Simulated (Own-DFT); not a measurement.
GaP (zincblende, strongly disordered by large displacements), InAs (zincblende, strongly disordered by large displacements) (calculated)

A calculation, not a measurement: plane-wave PBE density functional theory by an unreviewed code, no spin, of a simulated periodic cell, stress positive in tension, free energy of the whole cell less one offset for each atom, forces on such cells passed a denser k mesh, this cell's mesh not checked; broken bonds can close the gap or carry spin, so checks made on this kind of crystal may not hold here; offsets are fitted by least squares, one for each functional and potential file, so energies compare only between cells with the same atoms and settings and are not formation energies; the far tail of each file's local potential was reset to the Coulomb form; each entry is a single point on an unrelaxed cell, so the pressure reflects the starting lattice, mostly measured values (interpolated for alloys), from which strain is counted, and rises with the displacements; printed positions are rounded, which can move forces by about a meV/angstrom; the program, named Own-DFT, is a retired in-house code; no spin-orbit coupling. Program: Own-DFT development build.

Common to all runs: functional PBE; potential files PseudoDojo norm-conserving, scalar-relativistic, standard set; wave cutoff 42 hartree; occupations Fermi-Dirac; smearing width 0.1 eV; k mesh 3 x 3 x 3 centred on Gamma.

(1) 
```xyz
64
Lattice="10.9010 0.0000 0.0000 0.0000 10.9010 0.0000 0.0000 0.0000 10.9010" Properties=species:S:1:pos:R:3:force_x:R:1:force_y:R:1:force_z:R:1 formula=GaP hardware=one_NVIDIA_H100 free_energy_of_cell_above_offsets=24.051 pressure=14.9 stress_xx=-14.42 stress_yy=-15.52 stress_zz=-14.76 stress_yz=-2.33 stress_xz=3.25 stress_xy=-1.61 wall_time=634.2
Ga     0.2171    10.7212     0.3430     -3.004     -2.152     -4.509
Ga     0.4542     3.0552     2.6980     -1.641     -4.486     -1.188
Ga     2.8109    10.8342     2.5975      1.718      4.157      1.601
Ga     3.4152     2.3884     0.0337     -3.967     -1.477      1.893
P      1.3170     1.0794     1.4932      3.121      6.047      0.603
P      1.2083     4.7155     3.6662       5.44     -0.741     -0.918
P      4.4400     1.6141     3.8299     -2.424      0.948     -1.522
P      3.9793     4.1687     0.8509      3.771      0.397      0.657
Ga    10.6465    10.5994     4.9993      3.559      0.338      0.254
Ga     0.1547     2.2767     7.8244     -2.768       3.74       3.21
Ga     3.1210    10.1775     8.6619      0.365      2.354      3.042
Ga     3.0187     3.0339     5.3706      -1.01      -0.61     -0.244
P      1.3260     1.0644     6.6944      2.891     -1.996     -3.362
P      2.0721     3.6378     9.0362     -2.329     -1.095      0.906
P      3.9413     1.3494     9.2644      -1.95     -4.103      -1.18
P      4.6755     3.9421     6.7151     -1.359      0.232      1.105
Ga     0.2539     5.5170    10.4307      0.361     -0.311      0.604
Ga     0.3855     8.1491     3.0012       1.85      -2.82      2.444
Ga     2.8419     5.3461     2.0503     -2.619      3.488      3.115
Ga     2.6291     7.5815    10.6489      0.891      1.591     -0.652
P      1.0835     7.4843     1.2279      1.071     -4.062     -4.242
P      1.3545     9.8036     3.6663      0.937      0.477      4.466
P      4.2960     7.0589     3.9088      2.027     -3.682     -2.534
P      4.0028     9.4927     1.6497      2.352     -2.489     -4.982
Ga     0.0670     5.5182     5.1398     -0.976     -1.644      7.316
Ga     0.3899     7.7683     8.6173      1.963     -1.741     -2.096
Ga     2.6517     5.5719     8.2131     -2.856     -1.496     -3.819
Ga     2.8618     7.5375     5.2136     -0.703      2.817      0.127
P      1.4547     7.1700     6.6290     -3.011      -3.22      2.326
P      1.0701     9.6371     9.0217     -0.595      4.417      3.075
P      4.1445     6.5032     9.2245      1.798      4.197     -1.123
P      3.4507     9.2509     6.8868       2.91     -0.698     -4.506
Ga     6.0700    10.4349    10.7134     -6.246     -1.729      0.931
Ga     6.1441     2.1893     2.3505     -1.987      3.555      2.831
Ga     8.3894    10.8631     2.8911     -3.505     -3.239     -2.054
Ga     8.4804     3.2582     0.4314     -2.203     -2.163      -3.01
P      6.9224     0.8432     1.0465       4.85      2.017      1.678
P      6.7647     3.9773     3.8999      0.718     -0.677     -0.006
P      9.7437     1.1508     3.8245      0.865      7.164      0.631
P      9.8013     4.3887     1.6577      1.705      0.927     -1.051
Ga     4.9963     0.3280     5.4177      1.716     -2.941      2.966
Ga     5.5571     2.3948     8.6204     -0.861      0.001     -1.197
Ga     8.5924     0.2302     8.4463      4.245       0.44      -4.27
Ga     8.1510     2.2448     5.4227     -0.023      1.137       0.74
P      6.8623     1.1249     7.5894     -0.655     -0.682     -5.491
P      6.6683     4.0296     8.8954      3.093      5.169      3.199
P      9.3027     1.4196     9.9293      4.073      2.543      3.204
P      9.3332     4.0543     7.0410      1.827     -1.148     -2.102
Ga     5.1448     5.9325    10.8871      3.284     -2.333      2.957
Ga     5.5723     8.4448     2.7159      2.323      0.703      1.381
Ga     8.0992     5.4194     2.6583      0.501      0.396      1.718
Ga     8.0813     7.7077    10.6287     -2.799      2.938      2.638
P      6.7811     6.8301     1.4484     -0.412      0.665     -1.076
P      7.0843     9.5171     4.4882     -3.643      3.829     -4.492
P     10.0576     6.9699     4.0701     -7.592      0.582      0.848
P     10.1472     9.4932     1.9975     -4.421      2.857      -3.57
Ga     5.4929     5.5060     5.3526      0.024     -0.056     -1.319
Ga     5.2993     8.1896     8.0303      0.972      0.649     -0.756
Ga     8.1054     5.7204     7.9659     -0.456     -0.268     -0.222
Ga     8.1732     8.3087     5.7017      6.831      1.311      0.091
P      6.8601     6.9998     6.4402     -3.187     -3.431       3.43
P      7.2653     9.8560     9.2186      -2.29     -7.879     -1.192
P      9.4998     7.0597     9.3301     -0.481     -3.592     -1.002
P      9.7100    10.0203     6.7040     -2.076     -3.123      3.695
```

Units: free_energy_of_cell_above_offsets in eV; pressure, stress_xx, stress_yy, stress_zz, stress_yz, stress_xz, stress_xy in GPa; wall_time in s; force_x, force_y, force_z in eV/Å.

(2) 
```xyz
64
Lattice="12.1166 0.0000 0.0000 0.0000 12.1166 0.0000 0.0000 0.0000 12.1166" Properties=species:S:1:pos:R:3:force_x:R:1:force_y:R:1:force_z:R:1 formula=InAs hardware=one_NVIDIA_H200 free_energy_of_cell_above_offsets=37.262 pressure=15.64 stress_xx=-16.85 stress_yy=-15.62 stress_zz=-14.45 stress_yz=-4.85 stress_xz=0.12 stress_xy=-1.9 wall_time=1235
In     0.2319     0.3149    12.0443     -3.793     -4.432     -4.023
In     0.9181     2.9593     2.9535      -2.87       -1.6      -2.05
In     3.4436     0.1547     3.2677     -6.299     -2.842     -0.248
In     3.3191     2.6957     0.1207      2.171      0.941     -2.902
As     1.5776     1.5379     1.0316      3.064      2.287      5.656
As     1.6033     4.3590     4.5933      0.812      4.114      2.467
As     4.4017     1.7552     4.2536      6.638     -0.237     -0.903
As     4.7570     4.3144     1.3362     -2.413     -0.178      5.043
In    11.8655    11.9768     6.4944      0.496      0.117     -1.929
In    12.0180     2.7668     8.9244      0.297       0.18      0.609
In     3.3358     0.1394     9.2717      2.775      2.563     -6.613
In     3.6012     3.1367     5.6593     -4.945      3.331      3.659
As     1.4774     1.5712     7.1632       1.36      0.279      0.868
As     1.3092     5.0019    10.0449     -0.564     -0.947      1.573
As     5.0290     0.9054    10.6364      2.773      2.539      1.428
As     4.7159     4.4351     7.2066      1.755      2.851      2.991
In     0.4149     6.6351     0.2819     -3.655      -6.07     -7.148
In    11.8885     8.7387     3.3314      0.965      8.647     -1.115
In     2.7882     6.3603     2.6946      2.441     -3.412      1.868
In     2.9303     9.0342    11.9196     -0.132      0.372     -0.524
As     1.1776     7.8545     1.8492      4.834      4.153      0.295
As     1.8044    10.2790     3.9937      0.002     -0.096      1.345
As     4.5190     7.7547     4.2430     -0.878     -0.545      0.531
As     4.1460    10.7979     1.7446     -4.095      1.251     -6.018
In    11.7868     6.5665     6.3325      3.535     -0.613      2.418
In     0.0195     9.2980     8.8706      2.674     -0.317      2.672
In     3.2350     6.4272     9.1168      1.459     -8.308     -1.456
In     3.3639     8.6070     6.4742     -2.147     -2.912     -2.552
As     1.7288     7.5491     8.1861     -6.926      4.593      -5.86
As     1.7731    11.2742    10.3298     -6.527     -5.887      3.637
As     4.7361     7.1212    10.4548      4.389      6.427      3.907
As     4.2452    10.5645     7.1610      1.504      3.227      2.768
In     5.9155     0.2065     0.9856      2.255      1.367     -1.371
In     6.2029     3.2076     3.1518     -1.514     -3.527     -6.244
In     9.4292    11.9047     2.9988     -2.499      2.862      2.662
In     9.8364     2.5207     0.6001      4.794       -4.9     -5.757
As     7.8061     2.2439     1.0913     -9.843      -1.89      2.326
As     7.0543     4.2466     4.8013      4.264      5.291      6.404
As    10.8440     1.6321     4.6001      -0.38     -0.321      0.206
As    10.6654     4.1928     1.5781       4.35      7.876      4.394
In     5.8620     0.1956     6.6100     -3.833     -6.641     -3.281
In     6.3492     2.8372     8.8582     -3.424      4.856      9.428
In     9.4400    12.0910     8.4801     -3.814      8.704       2.13
In     8.8980     2.5626     6.4305      8.391      3.101     -3.873
As     7.0123     1.8690     7.1293      1.032     -0.423     -2.401
As     7.7412     4.2960    11.0389       0.47     -0.488     -1.393
As    10.4500     1.1042    10.6224     -0.096      1.129     -1.097
As    10.7634     4.8214     7.6396      3.705     -5.999     -4.126
In     5.3368     5.1588    11.4866      3.014     -0.512     -2.709
In     5.4511     9.2813     2.4669      5.975     -5.263      2.858
In     9.0208     6.1774     3.2093     -2.279     -2.302     -1.229
In     9.2284     8.8681    11.9611     -0.189      0.312      0.066
As     7.2645     7.5758     1.7519      0.667       0.13     -1.236
As     7.8878    11.2151     4.7984     -2.364      0.364     -0.258
As    10.7550     7.3231     4.4434     -5.093     -2.224       2.65
As    10.9315    11.1349     1.5583      2.254     -3.983     -2.672
In     6.3398     7.1104     5.9223      0.929     -1.402      0.596
In     6.2690     9.0021     9.1013     -5.123      5.728      2.059
In     9.2986     5.7208     8.8928     -5.514      2.263      5.574
In     9.4094     9.6237     5.7346     -0.326       -2.6     -1.749
As     7.5929     7.4723     8.4028      4.117     -4.912     -4.258
As     7.9339    10.7591     9.9062     -1.289     -0.557      2.528
As    10.9643     7.3177    10.2556      0.009      0.694      1.562
As    10.3200    10.2948     7.8085      2.653     -6.212     -2.179
```

Units: free_energy_of_cell_above_offsets in eV; pressure, stress_xx, stress_yy, stress_zz, stress_yz, stress_xz, stress_xy in GPa; wall_time in s; force_x, force_y, force_z in eV/Å.

(3) 
```xyz
64
Lattice="12.1166 0.0000 0.0000 0.0000 12.1166 0.0000 0.0000 0.0000 12.1166" Properties=species:S:1:pos:R:3:force_x:R:1:force_y:R:1:force_z:R:1 formula=InAs hardware=one_NVIDIA_H200 free_energy_of_cell_above_offsets=33.607 pressure=15.25 stress_xx=-16.13 stress_yy=-15.78 stress_zz=-13.83 stress_yz=-0.27 stress_xz=0.85 stress_xy=-0.33 wall_time=1256
In     0.6280    11.9726     0.3855     -2.662     -1.518     -1.425
In    11.8634     2.9193     2.5974      2.689     -6.524      4.732
In     3.1331    11.7305     2.5616     -3.229      3.278      5.759
In     3.0107     2.7987     0.6825       4.35      3.917      -4.48
As     1.6576     1.5035     1.8224     -2.827     -1.567      3.508
As     1.7195     4.3978     4.4753     -4.494      2.483     -3.564
As     4.8353     1.7885     4.5372     -2.435     -3.891      2.774
As     4.4349     4.9554     0.6820     -0.517     -0.353      1.783
In    12.1129    12.0825     6.3843      2.217     -0.593      0.822
In     0.0459     3.3802     9.6396     -2.789     -5.032     -2.136
In     2.9783    11.0500     8.7671     -7.144      3.937      1.704
In     3.0144     3.0962     5.7150      0.126     -5.316      0.426
As     1.3369     1.4357     8.1816      1.136     -0.675     -0.996
As     1.1847     4.9561    10.6726      2.155      2.822      3.734
As     4.1152     1.5698    10.4811       0.35      0.457      0.297
As     4.0694     4.0898     7.4116       3.62      3.265      5.168
In    12.0843     6.0365     0.6158      0.889     -1.247     -4.689
In    11.9090     9.0912     3.2637      0.795     -0.401     -0.507
In     2.8943     6.5401     3.9407     -5.776     -3.356     -3.893
In     2.6467     9.0586     0.0062      9.323     -2.143      3.358
As     0.9725     7.9457     0.8897     -1.717      2.193      4.864
As     1.6450    10.4828     4.3724     -0.594      1.188      0.806
As     4.5731     7.6298     4.7150      1.913      4.068      3.005
As     4.4417    10.5619     1.3259        5.1     -4.054     -4.272
In     0.1784     6.2375     5.8870      0.383     -0.916      0.803
In     0.8243     8.8412     9.2629     -4.007      2.847     -1.123
In     3.0995     5.8774     9.3525     -0.801     -2.085      -3.03
In     3.1717     9.3516     6.0982     -0.383     -0.302      1.338
As     1.5586     7.4594     7.8464      3.973     -4.696     -6.922
As     1.5617    10.2387    10.7150     -1.234      9.751     -0.611
As     4.5129     7.2007    10.6698      -0.02      1.367      2.413
As     4.9994    10.6707     8.1828      5.165      4.593     -6.871
In     5.9951     1.0115     0.0830       -1.5     -2.224     -2.437
In     6.0127     2.7823     2.8860     -3.162      6.282       0.77
In     8.9752    11.5568     3.3765      3.378      3.399     -3.569
In     9.0716     3.1991    11.8087      4.588      -4.94      5.827
As     7.5107     1.7677     1.7319      7.617     -2.784     -2.507
As     6.8879     4.3581     5.0645      3.664     -6.456       -2.4
As    10.4763     0.9829     4.9256     -0.788      1.719     -2.804
As    10.9021     4.6708     1.8563     -1.071     -0.693      -4.08
In     6.2162    11.8946     5.9965     -1.627      2.341      1.474
In     6.2567     3.2343     9.4122     -5.772     -4.388     -3.888
In     9.4095     0.2731     9.3920     -6.638     -1.538     -2.285
In     9.2852     3.0227     6.0718     -0.409      0.307      0.772
As     7.7393     1.2658     7.5886     -0.284       1.52       0.63
As     7.9246     4.3099    10.3749      0.547      5.828     -2.438
As    10.7411     1.1182    10.8473      4.748      4.542      5.451
As    11.2463     4.3350     7.4943     -1.556      0.415     -1.087
In     6.5011     6.0509    11.6601      0.602      0.189      1.835
In     5.7362     8.8998     3.1382      2.015      2.585     -2.547
In     9.2564     5.5078     2.9229     -7.632      4.098      4.938
In     9.0713     8.9007     0.2868     -0.734     -0.969     -8.462
As     7.5549     7.7699     1.4771     -3.244     -4.244      2.562
As     7.5639    10.4858     4.6857     -2.813     -5.452       1.67
As    10.5131     7.7864     4.9671      3.711     -4.518     -5.948
As    10.2256    10.0974     1.6434      4.898      5.588      3.959
In     6.1945     6.3069     5.6361      0.749      3.839      4.284
In     5.4931     8.9485     9.3641      3.645     -3.992      3.079
In     8.4629     6.3689     9.0957      4.643     -3.692      3.203
In     9.3048     8.7862     6.4027      -2.42      5.685      3.912
As     7.6507     7.8882     7.8067     -5.515      3.111     -2.652
As     7.3041    10.8699    10.8473      0.382     -0.253      0.009
As    11.2108     7.6267    10.1249     -5.185     -2.985      2.542
As    10.2981    10.9554     7.8293      1.607     -3.817     -2.591
```

Units: free_energy_of_cell_above_offsets in eV; pressure, stress_xx, stress_yy, stress_zz, stress_yz, stress_xz, stress_xy in GPa; wall_time in s; force_x, force_y, force_z in eV/Å.

(4) 
```xyz
64
Lattice="12.1166 0.0000 0.0000 0.0000 12.1166 0.0000 0.0000 0.0000 12.1166" Properties=species:S:1:pos:R:3:force_x:R:1:force_y:R:1:force_z:R:1 formula=InAs hardware=one_NVIDIA_H200 free_energy_of_cell_above_offsets=0.171 pressure=9.45 stress_xx=-9.06 stress_yy=-9.33 stress_zz=-9.97 stress_yz=-1.67 stress_xz=3.08 stress_xy=-0.45 wall_time=1192
In     0.0533    11.8468    11.7939     -0.763      0.547      2.807
In     0.0226     2.9560     2.9125      1.432      4.461     -0.123
In     2.9753    11.9640     3.0495      2.444     -1.653       0.81
In     2.8108     2.9492     0.1052     -2.782       2.63       4.98
As     1.5387     1.4059     2.0439      0.078      0.038     -4.461
As     1.7128     4.7664     4.5433     -2.537     -2.533      2.217
As     4.4939     1.4757     4.5470      1.556     -1.592     -0.533
As     4.6351     4.7208     1.3443      0.609     -1.693       -0.6
In     0.1589     0.0723     6.3931     -2.534     -3.296     -5.343
In    12.0470     2.9199     9.3107      2.412      3.583     -2.543
In     3.0469     0.0644     9.0165     -0.645       0.21      1.631
In     3.4350     2.7869     6.2405     -3.159      0.044     -0.139
As     1.2645     1.3548     7.7944      3.401      4.207      1.964
As     1.5515     4.7274    10.7549     -1.496      0.017     -0.364
As     3.9769     1.9555    10.6459      3.976     -3.925     -4.055
As     4.4733     4.5316     7.4786      4.138     -0.284       -0.6
In    11.5067     5.9637    12.0933      3.899     -0.862      0.945
In    11.8760     9.3289     3.2756      0.769      0.255     -3.205
In     3.2958     5.7287     3.0919     -0.219      2.799     -0.809
In     2.9128     8.9256    11.9314      0.426     -0.897      1.544
As     1.3651     7.5103     1.6862      0.279     -0.004     -0.413
As     1.4941    10.4762     4.4681      1.203      0.917      2.683
As     4.2253     7.7805     4.8009      3.148     -2.422     -5.619
As     4.9315    10.6559     1.6007     -3.728      2.304      -3.02
In    11.9953     6.0252     6.2641      0.976      0.169     -0.478
In    12.0242     9.0722     9.1959     -1.546     -0.811     -1.358
In     3.0420     5.7880     8.7916     -1.348      1.682      2.974
In     3.2496     8.7166     6.5337      0.149      5.453      1.541
As     1.6487     7.6782     7.7447     -3.905     -2.132      2.108
As     1.4547    10.4493    10.4402      2.804      0.722      -0.42
As     4.7211     7.4449    10.5905     -0.702     -0.076     -0.445
As     4.7617    11.0458     7.6872     -4.507     -4.259       2.95
In     6.5167    12.0125     0.1014      -1.57      0.412     -0.083
In     6.0517     2.9718     3.0307     -4.092      3.129      2.138
In     8.7357     0.2349     3.3601      0.365     -0.857     -0.862
In     9.0575     3.1833     0.0548      0.266     -0.999      0.967
As     7.2191     1.5984     1.7363      4.198     -1.948     -3.518
As     7.2912     4.7979     4.2410      0.028     -3.096      2.173
As    10.5797     1.7547     4.0673     -2.429      -1.82      4.583
As    10.4833     4.6510     1.7360     -0.384     -1.163      0.389
In     6.2241    11.9752     6.3767      2.672      4.256     -3.589
In     5.9845     2.7350     9.2290     -0.508      1.519      0.088
In     8.9499     0.1023     9.1530      2.105     -0.738      0.421
In     9.1002     3.3061     6.2787     -2.472     -2.629     -5.136
As     7.6893     1.6266     7.6434     -0.689      0.312     -0.518
As     7.5942     4.6584    10.6662     -3.486     -4.555      2.055
As    10.9365     1.6802    10.8294     -4.266     -2.232      2.499
As    10.3062     4.5001     7.7265      4.181      2.422      2.695
In     6.4647     6.1547     0.1181     -3.222     -1.579     -1.863
In     5.8668     9.2014     3.0559      1.254     -2.791      3.004
In     8.8353     6.0886     3.0992      2.868      2.694     -1.125
In     9.1756     8.9956    12.0121     -7.331        1.7      1.132
As     7.4174     7.6601     1.5051      2.452      3.114      2.805
As     7.3870    10.6388     4.7469      0.942     -0.965     -1.624
As    10.8138     7.7489     4.6493     -2.802     -2.625      1.217
As    10.5742    10.1784     1.1807      2.732      4.339      3.386
In     6.1956     6.3422     5.7002     -1.401      1.169      2.434
In     5.9685     9.3026     9.2018     -2.397     -1.458     -0.773
In     8.8794     5.8269     9.3194      2.927      5.055     -3.407
In     8.9959     9.1021     6.0071      0.374     -0.598      0.119
As     7.3598     7.9021     7.6450      1.157     -2.081     -0.516
As     7.4857    10.5379    10.5116      2.808      0.931      1.175
As    10.4706     7.6581    10.8974      2.224     -2.673     -6.646
As    10.5590    10.5986     7.3868     -0.332      0.156      1.754
```

Units: free_energy_of_cell_above_offsets in eV; pressure, stress_xx, stress_yy, stress_zz, stress_yz, stress_xz, stress_xy in GPa; wall_time in s; force_x, force_y, force_z in eV/Å.
